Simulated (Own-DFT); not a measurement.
# What a defect does to the pressure of its cell: grey tin

No measurement is shown. These are fixed-geometry runs of a retired plane-wave code named Own-DFT, which no person has reviewed; spin and spin-orbit coupling are neglected.

Common settings: PBE; PseudoDojo norm-conserving scalar-relativistic files; cutoff 42 hartree; 3 x 3 x 3 k mesh centred on Gamma; cold (Marzari-Vanderbilt) smearing of 0.2 eV.

Caveats (not all hold for every row): not probed for a lower state with spin; forces on such cells moved up to 12 meV/angstrom on a denser k mesh; stress not checked against mesh or cutoff.

All runs share one cell, with vectors in Å (12.978, 0.000, 0.000); (0.000, 12.978, 0.000); (0.000, 0.000, 12.978) and a volume of 2185.9 Å³. The atoms are randomly displaced, by u rms on each axis. The defect's site can differ from row to row.

```
cell,formula,u (Å),P (GPa)
no defect,Sn64,0.0198,3.37
no defect,Sn64,0.0525,3.63
no defect,Sn64,0.0528,3.69
two Sn vacancies,Sn62,0.0324,3.09
two Sn vacancies,Sn62,0.0339,?
two Sn vacancies,Sn62,0.0477,3.33
two Sn vacancies,Sn62,0.0538,3.30
one Sn vacancy,Sn63,0.0295,3.23
one Sn vacancy,Sn63,0.0458,3.35
one Sn vacancy,Sn63,0.0509,3.47
```

## Fit

P = P0 + c u² + a shift for each defect gives P0 = 3.32 GPa, c = 125 ± 16 GPa/Å² and a scatter of 0.04 GPa. The shifts, and each times the cell's volume:

- one Sn vacancy: -0.20 ± 0.04 GPa, -2.7 eV
- two Sn vacancies: -0.33 ± 0.04 GPa, -4.5 eV (-2.3 eV for each of its 2 sites)

Against the defect-free cell, a freed cell would be larger where the shift is positive and smaller where it is negative (160.2 GPa Å³ is 1 eV). The atoms around the defects weren't relaxed, which would change these numbers.

## Prediction

Asked: what pressure belongs in the blank (two Sn vacancies, u = 0.0339 Å)?

The fit gives 3.13 ± 0.05 GPa. The hidden result is 3.18 GPa.
